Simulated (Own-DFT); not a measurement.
# What a defect does to the pressure of its cell: C40 NbSi2

The numbers are computed, not measured, by runs of the plane-wave DFT program Own-DFT (in-house, retired, unreviewed) at fixed positions, with no spin and no spin-orbit coupling.

Method: PBE; PseudoDojo norm-conserving scalar-relativistic files; cutoff 42 hartree; 4 x 4 x 5 k mesh centred on Gamma; cold (Marzari-Vanderbilt) smearing of 0.2 eV.

Known weak points: forces on such cells failed a check on a denser k mesh; stress not checked against mesh or cutoff.

All runs share one cell, with vectors in Å (0.000, 8.324, 0.000); (-9.613, 0.000, 0.000); (0.000, 0.000, 6.586) and a volume of 527.0 Å³. Atoms were moved at random from their sites; u is the rms move along one axis. The defect's site can differ from row to row.

| cell | formula | u (Å) | P (GPa) |
|---|---|---|---|
| no defect | Nb12Si24 | 0.0194 | 1.50 |
| no defect | Nb12Si24 | 0.0216 | 1.55 |
| no defect | Nb12Si24 | 0.0496 | 2.32 |
| two Nb vacancies | Nb10Si24 | 0.0290 | -0.07 |
| two Nb vacancies | Nb10Si24 | 0.0339 | 0.15 |
| two Nb vacancies | Nb10Si24 | 0.0430 | -0.10 |
| one Si vacancy | Nb12Si23 | 0.0275 | 0.90 |
| one Si vacancy | Nb12Si23 | 0.0300 | ? |
| one Si vacancy | Nb12Si23 | 0.0522 | 1.83 |
| one Si vacancy | Nb12Si23 | 0.0554 | 2.07 |
| two Nb on a Si site each | Nb14Si22 | 0.0317 | 7.59 |
| two Nb on a Si site each | Nb14Si22 | 0.0534 | 8.27 |
| two Nb on a Si site each | Nb14Si22 | 0.0550 | 8.72 |
| two Si on a Nb site each | Nb10Si26 | 0.0282 | 1.69 |
| two Si on a Nb site each | Nb10Si26 | 0.0463 | 2.28 |
| two Si on a Nb site each | Nb10Si26 | 0.0519 | 2.61 |

## Worked fit

P = P0 + c u² + a shift for each defect gives P0 = 1.31 GPa, c = 433 ± 53 GPa/Å² and a scatter of 0.17 GPa. The shifts, and each times the cell's volume:

- two Nb on a Si site each: 5.89 ± 0.16 GPa, 19.4 eV (9.7 eV for each of its 2 sites)
- two Si on a Nb site each: 0.07 ± 0.15 GPa, 0.2 eV (0.1 eV for each of its 2 sites) (not resolved)
- one Si vacancy: -0.66 ± 0.15 GPa, -2.2 eV
- two Nb vacancies: -1.87 ± 0.14 GPa, -6.2 eV (-3.1 eV for each of its 2 sites)

Against the defect-free cell, a freed cell would be larger where the shift is positive and smaller where it is negative (160.2 GPa Å³ is 1 eV). The atoms around the defects weren't relaxed, which would change these numbers.

## The run left out

Q: what pressure belongs in the blank (one Si vacancy, u = 0.0300 Å)?

The fit gives 1.04 ± 0.21 GPa. DFT gave 0.87 GPa.
